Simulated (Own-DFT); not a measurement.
# Computed records: Hf$_{36}$O$_{71}$ (tetragonal hafnia with one neutral oxygen vacancy, atoms displaced)

Computed with Own-DFT development build. A calculation, not a measurement: plane-wave PBE and HSE06 DFT by an unreviewed code, no spin, of a simulated cell at Gamma alone, so results move with cell size and shape, stress positive in tension, energies less offsets, not probed for a lower state with spin; hafnium file: forces about 75 meV/angstrom off all-electron values; oxygen file: force components 24 meV/angstrom off all-electron in a glass; k mesh not checked against a denser one; forces and stress are PBE's, HSE06 gives the energy alone, and its difference from PBE has offsets of its own; offsets are fitted by least squares, one for each functional and potential file, so energies compare only between cells with the same atoms and settings and are not formation energies; the far tail of each file's local potential was reset to the Coulomb form; each entry is a single point on an unrelaxed cell, so the pressure reflects the starting lattice, taken from the Materials Project, from which strain is counted, and rises with the displacements; printed positions are rounded, which can move forces by about a meV/angstrom; the program is a retired in-house code; no spin-orbit coupling.

Settings shared by all entries: first functional PBE; second functional HSE06; exact exchange share 0.25; screening 0.11 1/bohr; exchange divergence Gygi-Baldereschi; potential files PseudoDojo norm-conserving, scalar-relativistic, made for PBE, standard set; wave cutoff 48 hartree; occupations fixed; k mesh 1 x 1 x 1 centred on Gamma.

(1) Hf$_{36}$O$_{71}$ (tetragonal hafnia with one neutral oxygen vacancy, atoms displaced)

```
Hf36O71
1.0
     10.7800     0.0000     0.0000
      0.0000    10.7800     0.0000
      0.0000     0.0000    10.4493
Hf O Hf O Hf O Hf O Hf O Hf O Hf O Hf O Hf O Hf O Hf O Hf O Hf O Hf O Hf O Hf O Hf O Hf O
2 4 2 4 2 4 2 4 2 4 2 3 2 4 2 4 2 4 2 4 2 4 2 4 2 4 2 4 2 4 2 4 2 4 2 4
Direct
  0.00123 0.99951 0.00323
  0.16688 0.16006 0.24779
  0.99699 0.16378 0.16087
  0.16648 0.00018 0.34357
  0.99832 0.16583 0.39997
  0.17019 0.99942 0.09755
  0.00133 0.99499 0.49998
  0.16473 0.16805 0.74460
  0.00061 0.17049 0.65970
  0.17207 0.99926 0.84340
  0.00114 0.16734 0.90419
  0.16413 0.99573 0.59892
  0.00176 0.32958 0.00389
  0.16212 0.49960 0.24912
  0.99863 0.50069 0.15074
  0.16939 0.33288 0.35057
  0.00625 0.49307 0.40271
  0.16616 0.32984 0.09160
  0.99773 0.33451 0.50306
  0.16897 0.50349 0.74932
  0.00631 0.49864 0.65487
  0.16015 0.33442 0.84438
  0.00055 0.50346 0.90282
  0.16979 0.33246 0.59406
  0.99967 0.67198 0.00559
  0.16684 0.83020 0.25266
  0.99722 0.83006 0.15102
  0.16935 0.66665 0.34537
  0.00407 0.83201 0.40824
  0.16679 0.66518 0.10106
  0.00071 0.66708 0.50023
  0.16188 0.83358 0.75210
  0.15877 0.66292 0.84615
  0.99692 0.83642 0.90469
  0.16891 0.66821 0.60292
  0.33584 0.99832 0.00050
  0.49978 0.17082 0.25256
  0.33578 0.16752 0.14896
  0.50048 0.99939 0.35225
  0.32989 0.16528 0.40221
  0.50306 0.99745 0.09793
  0.33492 0.99899 0.49844
  0.50127 0.16850 0.74834
  0.33601 0.16736 0.65481
  0.50340 0.00089 0.84818
  0.33872 0.16649 0.89598
  0.49885 0.00005 0.59776
  0.33486 0.33139 0.99281
  0.50355 0.50094 0.25002
  0.33363 0.49764 0.15146
  0.49792 0.33776 0.35207
  0.33389 0.49942 0.40159
  0.49705 0.33060 0.09212
  0.33574 0.33526 0.49897
  0.49361 0.49550 0.75173
  0.33013 0.49583 0.65397
  0.50177 0.33368 0.84924
  0.33410 0.50222 0.89774
  0.49789 0.32734 0.59902
  0.33177 0.66678 0.99689
  0.49276 0.82970 0.24428
  0.33537 0.83214 0.15158
  0.49790 0.66652 0.35047
  0.33301 0.83551 0.40306
  0.49512 0.66889 0.09992
  0.33345 0.66455 0.49792
  0.49937 0.83485 0.75337
  0.33828 0.83163 0.65554
  0.50457 0.66075 0.84808
  0.33306 0.83686 0.89962
  0.49676 0.67259 0.59380
  0.66759 0.00177 0.00348
  0.83406 0.16365 0.24860
  0.66543 0.17014 0.14968
  0.82841 0.99617 0.34712
  0.66890 0.16671 0.40199
  0.83344 0.00222 0.09318
  0.66661 0.00191 0.49868
  0.83442 0.17122 0.74738
  0.66787 0.16890 0.65113
  0.83273 0.00084 0.84685
  0.66451 0.16471 0.90408
  0.83455 0.99622 0.59574
  0.67020 0.33137 0.00516
  0.83704 0.50121 0.24962
  0.66680 0.49754 0.15583
  0.83378 0.33844 0.34591
  0.66700 0.49788 0.40188
  0.82740 0.33071 0.10059
  0.66686 0.33460 0.49987
  0.83137 0.49844 0.75370
  0.66505 0.49964 0.64954
  0.83549 0.33932 0.85276
  0.66487 0.49904 0.90125
  0.83607 0.33358 0.59823
  0.66803 0.66141 0.99711
  0.83153 0.83699 0.25188
  0.66536 0.83311 0.15382
  0.83391 0.66668 0.34812
  0.66961 0.83314 0.40001
  0.83540 0.66646 0.09504
  0.66321 0.65972 0.50278
  0.83360 0.83634 0.75165
  0.66448 0.83259 0.65797
  0.83286 0.66802 0.84783
  0.66805 0.82643 0.90290
  0.83336 0.66092 0.59614
```

- PBE energy of cell above offsets: -100.744 eV
- HSE06 less PBE above offsets: -0.118 eV
- PBE pressure: 1 GPa
- PBE stress xx: -1.3 GPa
- PBE stress yy: 0.03 GPa
- PBE stress zz: -1.75 GPa
- PBE stress yz: -0.2 GPa
- PBE stress xz: -0.49 GPa
- PBE stress xy: 0.04 GPa

Force:
```
element  x (eV/Å)  y (eV/Å)  z (eV/Å)
     Hf     0.023     0.409    -0.847
     Hf      0.72     1.751      0.67
      O     0.694     0.012     -1.32
      O    -0.194    -0.815     0.437
      O    -0.235    -0.209     0.861
      O    -0.581     0.044    -0.011
     Hf    -0.163     1.029     0.253
     Hf     1.294     0.248      0.91
      O    -0.598    -0.153    -1.133
      O    -0.491     0.333     0.465
      O    -0.129    -0.623     0.497
      O     0.001    -0.175    -0.389
     Hf    -0.397     1.422    -1.304
     Hf     1.215     -0.97      0.24
      O     0.207    -0.247     0.159
      O    -0.011    -0.342    -1.283
      O    -0.242     1.518    -0.249
      O     0.176    -0.048     0.547
     Hf     1.485    -0.535    -0.531
     Hf    -1.252    -0.851     0.419
      O    -1.286    -0.115    -0.479
      O     0.484    -0.298     0.078
      O    -0.311    -0.544     0.893
      O    -0.448    -0.439     0.186
     Hf    -0.012    -1.283    -1.311
     Hf     0.177     0.238    -0.532
      O     0.752     0.524     0.613
      O    -0.264    -0.166     0.514
      O     0.053     0.044    -0.355
      O     0.243     0.377    -0.288
     Hf    -0.312    -1.124     0.857
     Hf     0.577    -0.176    -0.821
      O     0.647     1.647      0.76
      O     0.444     0.033    -0.527
      O    -0.441     0.444    -0.838
     Hf     0.464     0.975    -0.729
     Hf    -0.301    -0.615    -0.134
      O     -0.18    -0.269     0.336
      O    -0.164     0.381    -0.823
      O     0.349     0.044    -0.135
      O    -0.659     0.068     0.261
     Hf     0.478      0.28      0.71
     Hf    -0.344    -0.549     0.431
      O    -0.727    -0.267    -0.538
      O    -0.009    -0.125     0.089
      O    -0.307    -0.149     0.787
      O     0.405      0.23     0.008
     Hf    -0.219    -0.033     0.499
     Hf    -1.284     0.346    -0.151
      O    -0.184     0.077     0.113
      O     0.337    -0.815    -0.462
      O    -0.041     0.393     0.248
      O     0.625     0.172     0.759
     Hf    -1.075    -0.537    -0.242
     Hf     0.871     0.472    -0.047
      O     1.036     0.207    -0.836
      O    -0.275     0.047     -0.33
      O    -0.075     -0.27      0.24
      O     0.809     0.449    -0.039
     Hf     0.305    -0.206     0.334
     Hf      2.18     0.454      1.28
      O    -1.692      0.23    -0.456
      O     0.085    -0.198    -0.468
      O    -0.367    -0.637    -0.459
      O       0.6    -0.227     -0.33
     Hf     0.143     0.537     0.329
     Hf     0.395    -0.308    -0.145
      O    -1.404      0.25    -0.113
      O    -0.579      0.61      -0.1
      O     0.059    -1.154      0.68
      O     0.196    -0.791     0.344
     Hf    -0.598    -0.945    -1.197
     Hf    -0.744     0.885     1.009
      O    -0.084    -0.411     0.595
      O     0.529     0.922    -0.071
      O     -0.07     0.493    -0.164
      O      0.37     0.029      0.95
     Hf    -0.625    -1.313    -0.034
     Hf    -0.428    -0.363      1.08
      O     0.488     -0.06    -0.054
      O     0.044     0.418    -0.255
      O     0.433     0.718    -0.148
      O     0.378    -0.031     0.159
     Hf    -1.135    -0.097    -1.013
     Hf    -0.544     0.205     0.202
      O     0.195      0.23    -0.486
      O    -0.094    -1.001     0.249
      O    -0.224     0.256    -0.034
      O     1.823    -0.056     0.255
     Hf    -0.045    -0.212     0.216
     Hf     0.932     1.249    -0.203
      O     -0.37    -0.194     0.228
      O     -0.29    -1.468    -0.325
      O      0.42    -0.527     0.172
      O    -0.913    -0.025     0.397
     Hf    -0.259     0.879      0.11
     Hf    -1.508    -1.429     -0.19
      O     0.375     0.029      0.01
      O     0.535    -0.077    -0.235
      O     0.012     -0.35     0.927
      O    -0.767    -0.251     0.424
     Hf     0.328      1.46    -0.252
     Hf    -0.398     -0.37    -0.224
      O     0.607     0.072    -0.408
      O    -0.001    -0.266    -0.261
      O    -0.066     1.129      0.57
      O     0.423     0.434    -0.053
```

(2) Hf$_{36}$O$_{71}$ (tetragonal hafnia with one neutral oxygen vacancy, atoms displaced)

```
Hf36O71
1.0
     10.7800     0.0000     0.0000
      0.0000    10.7800     0.0000
      0.0000     0.0000    10.4493
Hf O Hf O Hf O Hf O Hf O Hf O Hf O Hf O Hf O Hf O Hf O Hf O Hf O Hf O Hf O Hf O Hf O Hf O
2 4 2 4 2 4 2 4 2 4 2 4 2 4 2 4 2 3 2 4 2 4 2 4 2 4 2 4 2 4 2 4 2 4 2 4
Direct
  0.00587 0.00070 0.00253
  0.16814 0.16358 0.24028
  0.00367 0.15763 0.15322
  0.17417 0.99333 0.35200
  0.99920 0.17132 0.39050
  0.16439 0.98520 0.10673
  0.99836 0.99584 0.50722
  0.16518 0.16028 0.75749
  0.99785 0.16564 0.65146
  0.16819 0.00088 0.84943
  0.00865 0.15940 0.90141
  0.15953 0.99474 0.59652
  0.99697 0.31894 0.00163
  0.15365 0.48303 0.24883
  0.00776 0.48759 0.14612
  0.17308 0.32605 0.35591
  0.98869 0.50377 0.39813
  0.17126 0.34910 0.10002
  0.99025 0.32596 0.49643
  0.17214 0.51922 0.75411
  0.99325 0.50211 0.64867
  0.16210 0.33885 0.84354
  0.01999 0.50751 0.90342
  0.16454 0.33800 0.60082
  0.99933 0.66052 0.98954
  0.16236 0.82440 0.24966
  0.99442 0.83321 0.15400
  0.16708 0.67753 0.35798
  0.00340 0.81783 0.40266
  0.16895 0.65919 0.08656
  0.00955 0.67117 0.49450
  0.16028 0.83019 0.74549
  0.00111 0.82578 0.65468
  0.15754 0.66055 0.84175
  0.99783 0.83873 0.89423
  0.16955 0.66134 0.58793
  0.34974 0.99429 0.99612
  0.50345 0.16386 0.25435
  0.32656 0.17195 0.13499
  0.50600 0.00209 0.34851
  0.33561 0.17042 0.40318
  0.49872 0.00058 0.09348
  0.32647 0.01040 0.50304
  0.48745 0.16441 0.75666
  0.33663 0.17126 0.64556
  0.48306 0.00351 0.83981
  0.32313 0.15558 0.91196
  0.50667 0.00230 0.59308
  0.33047 0.33509 0.99763
  0.49212 0.50604 0.24408
  0.49443 0.32853 0.34169
  0.33853 0.51116 0.39964
  0.48975 0.33212 0.09699
  0.33737 0.34300 0.50171
  0.50512 0.50445 0.75398
  0.33250 0.50677 0.64939
  0.51540 0.33354 0.83207
  0.32669 0.50130 0.90205
  0.49182 0.31877 0.60944
  0.33792 0.66643 0.99681
  0.50940 0.83622 0.24925
  0.32724 0.82886 0.15241
  0.49952 0.67532 0.36243
  0.33494 0.82688 0.39977
  0.48769 0.66656 0.09992
  0.33865 0.66371 0.49528
  0.49777 0.84013 0.74721
  0.33930 0.83105 0.64608
  0.50262 0.67222 0.84965
  0.33019 0.83105 0.89217
  0.51873 0.66071 0.59416
  0.65994 0.00424 0.99800
  0.83455 0.16292 0.24352
  0.66860 0.16566 0.14365
  0.82136 0.00218 0.34702
  0.67611 0.16086 0.39312
  0.82798 0.02270 0.09824
  0.67949 0.00417 0.49433
  0.83466 0.17914 0.75417
  0.67590 0.16701 0.65653
  0.82766 0.00455 0.84556
  0.66456 0.18508 0.90546
  0.82995 0.01294 0.59947
  0.67269 0.33567 0.99299
  0.82377 0.50359 0.25080
  0.66675 0.49642 0.15817
  0.82767 0.33414 0.34708
  0.67550 0.50891 0.39397
  0.82740 0.33562 0.09568
  0.66623 0.32914 0.48755
  0.84039 0.50221 0.74834
  0.68742 0.48938 0.65019
  0.84232 0.33764 0.86703
  0.66196 0.49686 0.90362
  0.82794 0.34391 0.58531
  0.66243 0.66704 0.99228
  0.83750 0.83198 0.26059
  0.65792 0.83439 0.15014
  0.83550 0.66851 0.35502
  0.66687 0.83015 0.40880
  0.82178 0.67199 0.09986
  0.66335 0.67666 0.49426
  0.81737 0.82516 0.75197
  0.67920 0.82971 0.64926
  0.83499 0.66974 0.86118
  0.66139 0.84064 0.90123
  0.84013 0.66353 0.59860
```

* PBE energy of cell above offsets: -89.151 eV
* HSE06 less PBE above offsets: 0.473 eV
* PBE pressure: 4.22 GPa
* PBE stress xx: -3.17 GPa
* PBE stress yy: -5.52 GPa
* PBE stress zz: -3.95 GPa
* PBE stress yz: -0.27 GPa
* PBE stress xz: -1.57 GPa
* PBE stress xy: 0.33 GPa

Force:
```
element  x (eV/Å)  y (eV/Å)  z (eV/Å)
     Hf    -0.387    -2.104     0.098
     Hf     1.599     -0.95     2.031
      O     0.075     1.349    -1.536
      O    -0.678     1.093     -0.14
      O    -0.444    -1.986     0.819
      O     0.349     1.297     -1.27
     Hf    -0.276     0.595     -0.91
     Hf      0.17     2.726    -1.138
      O     0.148     0.148    -0.104
      O    -0.285    -1.536     -0.34
      O     -0.28     0.792    -0.062
      O      0.81     0.279     1.036
     Hf     0.846     2.952    -0.038
     Hf     2.031      1.58     1.092
      O    -3.342     0.704    -0.169
      O    -0.434       0.6    -1.431
      O     1.223    -1.266    -0.338
      O    -0.478    -1.287    -0.119
     Hf     2.142     2.032     0.527
     Hf    -1.267    -7.171    -3.929
      O     1.568    -0.296     0.865
      O     0.342    -1.662     0.669
      O    -1.628    -2.548    -0.351
      O     0.207    -0.445    -1.314
     Hf    -0.166     1.998     2.094
     Hf     1.628     1.366    -0.366
      O     -0.63     0.081     0.062
      O     -0.02     -3.11     -1.18
      O    -1.361     6.127    -1.542
      O    -0.426      0.27     0.505
     Hf    -1.664    -4.371     2.172
     Hf     0.862     0.855     0.637
      O    -1.158     0.886    -0.941
      O     0.293     6.432     2.033
      O     0.734    -0.569     0.993
      O     0.472     0.397     2.204
     Hf     -4.89    -1.113      0.73
     Hf    -0.765     0.799    -1.458
      O     0.569     -0.96     2.109
      O    -0.079    -0.422    -0.742
      O     0.238    -0.581    -0.475
      O     1.167     0.078     1.147
     Hf     1.161    -1.693    -1.339
     Hf     1.949     2.657    -3.119
      O    -2.116    -1.655     1.131
      O     1.108    -1.507      1.89
      O     0.752     2.378    -2.409
      O     -0.23    -0.306     0.502
     Hf    -0.259    -0.352     0.644
     Hf    -0.278    -0.448     0.383
      O     0.871     1.427      0.86
      O     0.352     -2.62    -1.286
      O     1.324     0.865    -0.602
     Hf     -1.88    -0.726     0.648
     Hf     0.709      -0.8    -2.061
      O     1.937     0.049     0.426
      O    -1.591     0.601     1.846
      O     1.056     0.282     -0.34
      O     1.583     1.463    -2.501
     Hf    -2.148     0.576     0.788
     Hf    -3.978     -0.57     2.001
      O     1.867     0.313    -0.531
      O     0.831    -0.844     -2.51
      O      0.16     1.906     0.628
      O     2.543    -0.849     0.711
     Hf     0.187     2.483     0.637
     Hf    -0.292    -0.796    -1.638
      O    -0.561     0.086     0.818
      O     0.087    -0.346    -0.187
      O     0.535     -0.17       0.3
      O    -3.127    -0.363     2.621
     Hf     3.375     1.691     0.302
     Hf    -0.856     0.888     0.351
      O    -1.702     0.274     1.173
      O     1.396    -1.339     0.167
      O    -0.996     1.642     0.045
      O     0.547    -1.597    -0.985
     Hf    -2.166     -0.11     1.294
     Hf    -0.908    -2.074    -0.522
      O    -1.281     0.419    -0.219
      O    -0.514      0.28    -0.126
      O    -0.112    -4.735     -1.47
      O     1.976    -1.161    -0.515
     Hf    -1.913     1.079     2.809
     Hf      1.59     0.146     0.915
      O    -2.085       0.4    -1.357
      O    -0.122    -0.501    -0.674
      O    -0.895    -1.416     0.905
      O     1.965    -0.616     1.095
     Hf    -0.087     1.488     1.269
     Hf     0.441     0.771    -0.924
      O    -3.649     0.365     0.767
      O     0.483     0.146    -1.812
      O    -0.177     2.133    -0.579
      O     0.906     -1.78     1.266
     Hf     0.611    -0.054     1.517
     Hf    -0.345    -1.461    -1.391
      O     2.374     0.364    -0.603
      O    -0.272     0.827     -1.39
      O     0.273     3.066    -2.158
      O      0.92    -0.548     0.061
     Hf     3.324    -3.523     0.719
     Hf     4.684     1.088     1.315
      O    -3.939     0.463    -0.967
      O    -1.006    -0.982    -0.803
      O     -0.17    -0.671    -0.401
      O    -1.033     0.936     0.678
```
